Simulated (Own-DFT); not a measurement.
Si12O23 (quartz with two neutral oxygen vacancies, atoms displaced) (calculated)

All values are calculated (Own-DFT development build). A calculation, not a measurement: plane-wave PBE and HSE06 DFT by an unreviewed code, no spin, of a simulated cell at Gamma alone, so results move with cell size and shape, stress positive in tension, energies less offsets, not probed for a lower state with spin; oxygen file: force components 24 meV/angstrom off all-electron in a glass; k mesh not checked against a denser one; forces and stress are PBE's, HSE06 gives the energy alone, and its difference from PBE has offsets of its own; offsets are fitted by least squares, one for each functional and potential file, so energies compare only between cells with the same atoms and settings and are not formation energies; the far tail of each file's local potential was reset to the Coulomb form; each entry is a single point on an unrelaxed cell, so the pressure reflects the starting lattice, mostly measured values (interpolated for alloys), from which strain is counted, and rises with the displacements; printed positions are rounded, which can move forces by about a meV/angstrom; the program, named Own-DFT, is a retired in-house code; no spin-orbit coupling.

Common to all runs: first functional PBE; second functional HSE06; exact exchange share 0.25; screening 0.11 1/bohr; exchange divergence Gygi-Baldereschi; potential files PseudoDojo norm-conserving, scalar-relativistic, made for PBE, standard set; wave cutoff 48 hartree; occupations fixed; k mesh 1 x 1 x 1 centred on Gamma.

(1) Si12O23 (quartz with two neutral oxygen vacancies, atoms displaced)

```
CELL_PARAMETERS angstrom
9.82680 0.00000 0.00000
-4.91340 8.51030 0.00000
0.00000 0.00000 10.81040
ATOMIC_POSITIONS crystal
Si 0.23784 0.99820 0.99969
Si 0.00049 0.23522 0.32927
Si 0.26560 0.26490 0.16721
O 0.20916 0.13330 0.05888
O 0.42745 0.29401 0.22625
O 0.36260 0.07063 0.38970
O 0.07282 0.36678 0.44085
O 0.13553 0.20874 0.27274
O 0.29743 0.42587 0.10796
Si 0.23770 0.00378 0.50380
Si 0.99755 0.22673 0.83191
Si 0.26515 0.26650 0.66961
O 0.21086 0.13636 0.56106
O 0.42629 0.29213 0.72610
O 0.36131 0.07218 0.88740
O 0.07698 0.36802 0.94298
O 0.13778 0.21094 0.77341
O 0.29195 0.42216 0.60548
Si 0.23166 0.49757 0.00068
Si 0.99607 0.73983 0.33249
Si 0.26532 0.76137 0.16838
O 0.21142 0.64174 0.05824
O 0.42864 0.79095 0.23161
O 0.36937 0.57417 0.39498
O 0.07112 0.86612 0.44133
O 0.13125 0.70318 0.27109
O 0.29164 0.92669 0.10738
Si 0.23001 0.49546 0.50191
Si 0.00217 0.73015 0.83341
Si 0.26744 0.75681 0.66675
O 0.20138 0.62478 0.56605
O 0.43225 0.79256 0.72505
O 0.07453 0.86835 0.94021
O 0.13041 0.70240 0.77820
O 0.28947 0.92098 0.60216
Si 0.74111 0.00274 0.00121
Si 0.49109 0.23302 0.33530
Si 0.76879 0.26882 0.16434
O 0.70885 0.13366 0.06659
O 0.92548 0.29050 0.22693
O 0.86522 0.07133 0.39439
O 0.57354 0.36744 0.43402
O 0.63533 0.21013 0.27473
O 0.79248 0.43123 0.10627
Si 0.73493 0.99612 0.50075
Si 0.50440 0.23107 0.83677
Si 0.76185 0.26349 0.66652
O 0.71000 0.13599 0.56024
O 0.93192 0.29799 0.72208
O 0.87055 0.07915 0.89307
O 0.56931 0.36794 0.94019
O 0.63671 0.21018 0.77841
O 0.78773 0.42618 0.60329
Si 0.73899 0.50350 0.99827
Si 0.49625 0.73758 0.33062
Si 0.76346 0.76667 0.16559
O 0.70674 0.62764 0.06188
O 0.92410 0.79504 0.22527
O 0.86863 0.57257 0.39478
O 0.56829 0.86533 0.43935
O 0.63577 0.70643 0.27253
O 0.79324 0.92828 0.10768
Si 0.73385 0.50298 0.49397
Si 0.50182 0.73784 0.83962
Si 0.76163 0.76118 0.66714
O 0.70506 0.63092 0.56337
O 0.92441 0.79056 0.73016
O 0.86771 0.57550 0.89601
O 0.57350 0.86436 0.93942
O 0.79398 0.93267 0.60556
```

- PBE energy of cell above offsets: -21.112 eV
- HSE06 less PBE above offsets: -0.039 eV
- PBE pressure: 7.9 GPa
- PBE stress xx: -6.89 GPa
- PBE stress yy: -7.79 GPa
- PBE stress zz: -9.03 GPa
- PBE stress yz: -0.59 GPa
- PBE stress xz: -1.65 GPa
- PBE stress xy: 0.5 GPa

Force:
| element | x (eV/Å) | y (eV/Å) | z (eV/Å) |
| --- | --- | --- | --- |
| Si | -1.089 | 0.457 | -0.249 |
| Si | -0.051 | -0.827 | 2.661 |
| Si | 0.873 | -0.715 | -0.791 |
| O | -0.289 | 0.144 | 0.073 |
| O | -0.473 | 0.321 | -0.609 |
| O | -0.458 | -1.102 | 0.77 |
| O | -0.934 | -1.349 | -1.128 |
| O | -0.193 | -0.598 | 0.53 |
| O | -0.943 | 1.507 | -0.732 |
| Si | -0.828 | -1.302 | -1.886 |
| Si | 0.323 | 5.524 | -1.692 |
| Si | 1.871 | -0.198 | -1.002 |
| O | -0.714 | 0.126 | -0.008 |
| O | 1.49 | -0.084 | 0.947 |
| O | 0.559 | -0.824 | 0.28 |
| O | -1.803 | -2.86 | -1.941 |
| O | -1.012 | -1.08 | 1.507 |
| O | -0.236 | 1.175 | -0.072 |
| Si | 3.074 | 3.476 | -0.203 |
| Si | 2.08 | -1.043 | 0.145 |
| Si | -0.557 | 2.141 | 0.388 |
| O | 0.27 | -1.946 | -1.178 |
| O | -4.036 | 1.769 | -4.675 |
| O | -0.741 | -0.646 | 0.515 |
| O | 0.104 | 0.937 | 0.496 |
| O | -1.34 | 0.044 | 1.104 |
| O | 1.398 | -0.709 | 1.231 |
| Si | 1.97 | 0.756 | -0.975 |
| Si | -2.236 | 2.177 | 1.086 |
| Si | -1.944 | 2.109 | 1.267 |
| O | -0.523 | -0.443 | -0.781 |
| O | -0.631 | 0.376 | -0.332 |
| O | -0.399 | -0.88 | -0.477 |
| O | 3.683 | -0.088 | -2.141 |
| O | 1.569 | -1.458 | 1.895 |
| Si | -2.045 | -0.171 | -0.31 |
| Si | 3.131 | 0.168 | -1.866 |
| Si | -2.153 | 0.884 | 2.447 |
| O | 0.397 | -1.816 | -2.424 |
| O | 0.002 | 0.979 | -1.037 |
| O | 0.842 | 0.854 | -1.257 |
| O | -0.575 | 1.043 | 1.356 |
| O | -0.432 | 0.082 | -0.167 |
| O | 1.419 | -0.87 | 0.851 |
| Si | -2.549 | 1.33 | -1.699 |
| Si | -3.575 | 1.84 | -0.658 |
| Si | 0.794 | 1.646 | -0.497 |
| O | -0.238 | -1.143 | -0.72 |
| O | 0.193 | -0.561 | 0.981 |
| O | -1.251 | -3.496 | 1.62 |
| O | 0.693 | 0.398 | 0.41 |
| O | 2.183 | -0.691 | -0.65 |
| O | 0.36 | -0.58 | 0.694 |
| Si | -1.579 | -2.07 | 0.114 |
| Si | 4.691 | -2.431 | 3.94 |
| Si | 0.349 | -1.506 | -0.387 |
| O | -1.524 | 2.167 | 0.699 |
| O | 0.476 | 0.557 | -0.247 |
| O | 0.711 | 1.071 | -1.509 |
| O | 0.396 | 0.897 | 0.8 |
| O | -1.612 | -0.069 | 1.009 |
| O | 0.493 | 0.389 | 0.035 |
| Si | -0.121 | -1.474 | 1.568 |
| Si | 1.224 | -5.253 | -2.783 |
| Si | -2.168 | 1.512 | 2.433 |
| O | -0.519 | -0.353 | -1.255 |
| O | -0.035 | 0.217 | -0.384 |
| O | 0.863 | -0.486 | -1.102 |
| O | 0.895 | 4.258 | 3.421 |
| O | 2.429 | -2.211 | 2.553 |

(2) Si12O23 (quartz with two neutral oxygen vacancies, atoms displaced)

```
CELL_PARAMETERS angstrom
9.82680 0.00000 0.00000
-4.91340 8.51030 0.00000
0.00000 0.00000 10.81040
ATOMIC_POSITIONS crystal
Si 0.23091 0.99947 0.00154
Si 0.99937 0.23128 0.33322
Si 0.26530 0.26698 0.16578
O 0.20594 0.13495 0.05628
O 0.43225 0.30448 0.22624
O 0.36884 0.07565 0.39094
O 0.07573 0.36385 0.43931
O 0.13165 0.20469 0.27496
O 0.29678 0.43270 0.11052
Si 0.23449 0.99690 0.49985
Si 0.99910 0.23640 0.83652
Si 0.26881 0.27241 0.67178
O 0.21480 0.14163 0.55842
O 0.42255 0.29201 0.73020
O 0.36363 0.07003 0.89204
O 0.07504 0.36808 0.93910
O 0.12880 0.20611 0.77443
O 0.29510 0.42601 0.60722
Si 0.24104 0.50706 0.99768
Si 0.99926 0.73593 0.33815
Si 0.26045 0.76245 0.16980
O 0.20890 0.63471 0.05871
O 0.42682 0.79240 0.22323
O 0.36810 0.57453 0.39406
O 0.07279 0.86966 0.44449
O 0.13336 0.70724 0.27187
O 0.30255 0.93195 0.10941
Si 0.23476 0.50328 0.49955
Si 0.00380 0.72921 0.82924
Si 0.26323 0.76010 0.66751
O 0.20300 0.62944 0.56224
O 0.42613 0.79380 0.72603
O 0.36378 0.57373 0.89414
O 0.06580 0.86097 0.94182
O 0.13658 0.70276 0.77339
O 0.30061 0.92546 0.60709
Si 0.73192 0.99270 0.99687
Si 0.49720 0.23412 0.33623
Si 0.77098 0.27086 0.16859
O 0.70859 0.13290 0.06188
O 0.92618 0.29528 0.22540
O 0.86902 0.07849 0.39344
O 0.57249 0.36822 0.44190
O 0.63613 0.20549 0.27194
O 0.79945 0.42946 0.10396
Si 0.73570 0.99995 0.50432
Si 0.50644 0.23801 0.83270
Si 0.76091 0.26164 0.66243
O 0.70491 0.13191 0.55716
O 0.92291 0.29223 0.72641
O 0.86219 0.06887 0.88460
O 0.57193 0.36515 0.94074
O 0.63366 0.20391 0.77219
O 0.78903 0.42074 0.60573
Si 0.73579 0.49911 0.00522
Si 0.49538 0.73681 0.33489
Si 0.76307 0.77155 0.17069
O 0.70426 0.62864 0.05796
O 0.92668 0.79164 0.22370
O 0.86384 0.57214 0.39530
O 0.57598 0.86747 0.43789
O 0.63883 0.70225 0.27876
O 0.79623 0.92836 0.10574
Si 0.74289 0.51206 0.49861
Si 0.49801 0.73398 0.83201
Si 0.75875 0.76075 0.67094
O 0.71172 0.63850 0.56005
O 0.86494 0.57724 0.89216
O 0.57098 0.86406 0.93812
O 0.78715 0.92562 0.60537
```

- PBE energy of cell above offsets: -21.429 eV
- HSE06 less PBE above offsets: 0.097 eV
- PBE pressure: 6.61 GPa
- PBE stress xx: -5.86 GPa
- PBE stress yy: -7.61 GPa
- PBE stress zz: -6.34 GPa
- PBE stress yz: 0.74 GPa
- PBE stress xz: 1.24 GPa
- PBE stress xy: -0.29 GPa

Force:
| element | x (eV/Å) | y (eV/Å) | z (eV/Å) |
| --- | --- | --- | --- |
| Si | 1.695 | -0.972 | -0.841 |
| Si | -0.654 | 2.171 | -0.858 |
| Si | 0.28 | 0.067 | 0.368 |
| O | -0.871 | 0.968 | 0.891 |
| O | 0.122 | -0.763 | 0.328 |
| O | -1.083 | -2.746 | 1.154 |
| O | -0.276 | 0.744 | 0.422 |
| O | 1.52 | -0.254 | -1.102 |
| O | -0.459 | 0.264 | -0.7 |
| Si | 1.104 | 3.157 | 1.772 |
| Si | -0.9 | -0.391 | -1.61 |
| Si | -1.104 | -2.742 | -0.909 |
| O | 0.404 | -1.01 | -0.003 |
| O | 1.958 | 0.712 | 0.689 |
| O | 0.27 | 0.577 | -0.262 |
| O | 0.125 | 1.1 | 1.24 |
| O | 1.168 | 0.016 | -0.482 |
| O | -1.067 | 2.392 | -1.003 |
| Si | -1.466 | -3.064 | 2.654 |
| Si | -0.239 | 0.413 | -2.148 |
| Si | 1.547 | 1.681 | -2.783 |
| O | -0.991 | 0.802 | 0.427 |
| O | 0.27 | -0.002 | 0.268 |
| O | -0.299 | -0.468 | 0.13 |
| O | -0.969 | -1.605 | -0.774 |
| O | -2.123 | -0.861 | 2.627 |
| O | -0.961 | -0.255 | -0.3 |
| Si | 1.272 | -2.35 | 0.201 |
| Si | -3.84 | 1.59 | 0.214 |
| Si | 0.784 | 1.495 | -0.758 |
| O | -0.868 | 0.267 | -0.385 |
| O | 0.004 | 0.263 | -0.311 |
| O | 1.839 | 0.697 | -2.323 |
| O | 0.559 | 0.315 | -0.12 |
| O | 0.227 | -0.921 | 0.694 |
| O | -0.887 | 0.364 | -0.828 |
| Si | -0.26 | 3.196 | 0.218 |
| Si | 1.771 | 2.609 | -2.098 |
| Si | -1.56 | -2.025 | -1.532 |
| O | 0.509 | -0.57 | -0.651 |
| O | 2.91 | 0.447 | 1.462 |
| O | -1.051 | -2.608 | 1.358 |
| O | 0.573 | 1.021 | 0.499 |
| O | -1.747 | 0.19 | 1.185 |
| O | 1.066 | -0.179 | 1.321 |
| Si | -0.7 | 0.689 | -3.403 |
| Si | -1.647 | -1.875 | 0.763 |
| Si | 1.114 | 0.059 | 1.347 |
| O | -0.823 | 0.073 | -0.25 |
| O | 0.346 | 0.164 | 0.068 |
| O | -0.472 | -0.911 | 1.183 |
| O | 0.436 | 0.735 | 0.732 |
| O | 0.018 | -0.397 | 0.075 |
| O | -0.892 | 2.351 | -1.192 |
| Si | -0.511 | 0.098 | -2.913 |
| Si | 2.532 | -0.321 | -1.356 |
| Si | 1.969 | -2.933 | -1.675 |
| O | -1.589 | 2.793 | 2.119 |
| O | 0.876 | 0.104 | 1.077 |
| O | 2.662 | 1.728 | -2.77 |
| O | -0.357 | 0.644 | 0.703 |
| O | -2.691 | 0.179 | 1.287 |
| O | -0.136 | 0.671 | -0.155 |
| Si | -2.087 | -5.476 | 2.502 |
| Si | 2.963 | -0.299 | -2.046 |
| Si | -0.049 | 1.151 | 3.761 |
| O | -0.847 | 0.096 | -0.621 |
| O | -0.023 | -1.588 | 0.432 |
| O | -0.581 | -0.113 | 0.66 |
| O | 2.187 | -1.357 | 2.33 |

(3) Si12O23 (quartz with two neutral oxygen vacancies, atoms displaced)

```
CELL_PARAMETERS angstrom
9.82680 0.00000 0.00000
-4.91340 8.51030 0.00000
0.00000 0.00000 10.81040
ATOMIC_POSITIONS crystal
Si 0.23515 0.00266 0.00471
Si 0.99836 0.23388 0.32980
Si 0.26836 0.26783 0.16573
O 0.21537 0.14048 0.06265
O 0.42409 0.29163 0.22525
O 0.36769 0.07277 0.39291
O 0.07179 0.36203 0.44055
O 0.13192 0.21047 0.27434
O 0.29031 0.42296 0.11068
Si 0.22880 0.99826 0.49791
Si 0.99637 0.23529 0.83661
Si 0.26092 0.26370 0.67091
O 0.20968 0.12969 0.55699
O 0.42584 0.29091 0.72528
O 0.36139 0.07123 0.89697
O 0.07189 0.36718 0.94317
O 0.13108 0.20183 0.77056
O 0.29299 0.42598 0.60815
Si 0.24088 0.50080 0.00098
Si 0.99692 0.73225 0.33522
Si 0.26054 0.76849 0.16360
O 0.20616 0.63355 0.05718
O 0.43200 0.79773 0.23225
O 0.36005 0.57370 0.39159
O 0.06716 0.86367 0.44015
O 0.13176 0.70901 0.27464
O 0.29011 0.92511 0.10745
Si 0.23766 0.49727 0.49731
Si 0.00048 0.73547 0.83391
Si 0.27068 0.76819 0.66528
O 0.20431 0.62826 0.55880
O 0.37649 0.58126 0.89352
O 0.07531 0.86613 0.94559
O 0.29202 0.92645 0.60304
Si 0.72755 0.99935 0.00380
Si 0.50341 0.23991 0.33284
Si 0.75887 0.26542 0.17081
O 0.70322 0.12888 0.05260
O 0.92271 0.29249 0.22792
O 0.86679 0.07650 0.39188
O 0.57638 0.36303 0.44528
O 0.63739 0.20863 0.27597
O 0.79380 0.43182 0.11024
Si 0.73128 0.00038 0.49772
Si 0.49973 0.23762 0.83177
Si 0.76551 0.26216 0.66687
O 0.71160 0.13552 0.56414
O 0.92544 0.29423 0.73097
O 0.86686 0.07690 0.89352
O 0.57333 0.36847 0.94239
O 0.63484 0.20365 0.77399
O 0.79767 0.42237 0.60481
Si 0.73115 0.50513 0.00279
Si 0.49853 0.73325 0.33356
Si 0.77073 0.77069 0.17096
O 0.69982 0.63025 0.05904
O 0.92552 0.79967 0.22506
O 0.87339 0.57715 0.39315
O 0.57226 0.86274 0.44123
O 0.63288 0.71130 0.27154
O 0.79535 0.92872 0.10697
Si 0.73965 0.49902 0.49917
Si 0.49722 0.73540 0.83429
Si 0.76299 0.76612 0.66654
O 0.71248 0.63461 0.56016
O 0.92904 0.79122 0.73122
O 0.86827 0.57402 0.89548
O 0.57403 0.86706 0.94370
O 0.63316 0.70657 0.77542
O 0.79128 0.93040 0.60589
```

* PBE stress zz: withheld

To be estimated
1. Estimate the PBE stress zz of Si12O23 (quartz with two neutral oxygen vacancies, atoms displaced) (entry 3).
2. Give the table of force values for Si12O23 (quartz with two neutral oxygen vacancies, atoms displaced) (entry 3).

## Answers
1. -7.03 GPa
2. 
Force:
| element | x (eV/Å) | y (eV/Å) | z (eV/Å) |
| --- | --- | --- | --- |
| Si | -0.562 | -0.462 | -1.335 |
| Si | -0.532 | 0.866 | 1.371 |
| Si | -1.606 | -1.302 | 2.356 |
| O | -0.664 | -1.112 | -1.143 |
| O | 2.131 | 0.728 | 1.048 |
| O | 0.092 | 0.457 | -0.639 |
| O | 0.007 | 0.377 | 0.218 |
| O | 2.447 | -0.345 | -1.419 |
| O | -0.578 | 2.666 | -1.175 |
| Si | 2.275 | -0.894 | -1.063 |
| Si | 1.432 | 0.28 | -0.671 |
| Si | 1.601 | -0.385 | -3.112 |
| O | -2.25 | 3.157 | 2.185 |
| O | -0.368 | 0.533 | -0.503 |
| O | 1.407 | 1.715 | -1.552 |
| O | 0.945 | 0.84 | 0.309 |
| O | -2.331 | -0.49 | 2.361 |
| O | 0.448 | 0.032 | 0.106 |
| Si | -1.074 | -0.003 | -0.596 |
| Si | 0.215 | 2.929 | -2.125 |
| Si | 2.972 | -2.326 | 2.212 |
| O | 0.16 | 0.344 | 0.393 |
| O | -3.442 | 0.382 | -2.753 |
| O | 1.731 | 0.23 | -1.505 |
| O | -0.392 | 0.348 | 0.293 |
| O | 0.793 | -0.162 | -0.707 |
| O | 0.158 | 1.836 | 0.257 |
| Si | -2.179 | -1.057 | 1.609 |
| Si | 4.006 | -0.179 | 0.372 |
| Si | -0.275 | -1.463 | 2.939 |
| O | -0.13 | 0.695 | 0.303 |
| O | -1.581 | -4.483 | 2.441 |
| O | -0.719 | -0.237 | 0.114 |
| O | 0.53 | 0.265 | 0.008 |
| Si | 4.639 | -1.113 | -1.909 |
| Si | -0.974 | -1.848 | 0.847 |
| Si | 2.55 | 0.458 | -4.136 |
| O | -3.282 | 5.071 | 3.847 |
| O | -0.657 | 0.398 | -1.062 |
| O | -0.681 | -1.519 | 0.44 |
| O | -0.526 | 0.157 | -0.544 |
| O | -1.897 | -1.04 | 1.828 |
| O | -0.059 | -0.623 | 0.306 |
| Si | 1.007 | 0.521 | -0.019 |
| Si | 1.15 | -1.508 | 1.566 |
| Si | 0.004 | 1.141 | 1.602 |
| O | -0.403 | -1.766 | -2.066 |
| O | 0.333 | 0.588 | -0.51 |
| O | -0.89 | -2.107 | 1.301 |
| O | -0.67 | -0.963 | -0.757 |
| O | -1.421 | -0.049 | 0.779 |
| O | -0.508 | 1.298 | -0.517 |
| Si | 2.872 | -1.506 | -1.3 |
| Si | 0.069 | 0.023 | 0.523 |
| Si | -3.445 | -1.39 | -3.091 |
| O | -1.704 | 3.166 | 2.303 |
| O | 4.142 | -0.1 | 2.284 |
| O | -1.301 | -3.17 | 1.003 |
| O | -0.468 | 0.137 | 0.562 |
| O | 0.791 | -0.82 | 0.448 |
| O | -0.078 | 0.409 | 0.014 |
| Si | 0.304 | 0.408 | 1.247 |
| Si | -0.402 | 3.879 | -3.122 |
| Si | 1.415 | 0.81 | 0.604 |
| O | -0.119 | -0.353 | -0.437 |
| O | -3.431 | 1.139 | -2.815 |
| O | -0.533 | -0.858 | 0.585 |
| O | -1.363 | -1.629 | -0.995 |
| O | 0.072 | -0.15 | -0.146 |
| O | 0.798 | -0.872 | 0.736 |

Further results for Si12O23 (quartz with two neutral oxygen vacancies, atoms displaced) (entry 3):

* PBE energy of cell above offsets: -20.890 eV
* HSE06 less PBE above offsets: -0.059 eV
* PBE pressure: 8.01 GPa
* PBE stress xx: -7 GPa
* PBE stress yy: -9.99 GPa
* PBE stress yz: 1 GPa
* PBE stress xz: 0.12 GPa
* PBE stress xy: 0.83 GPa
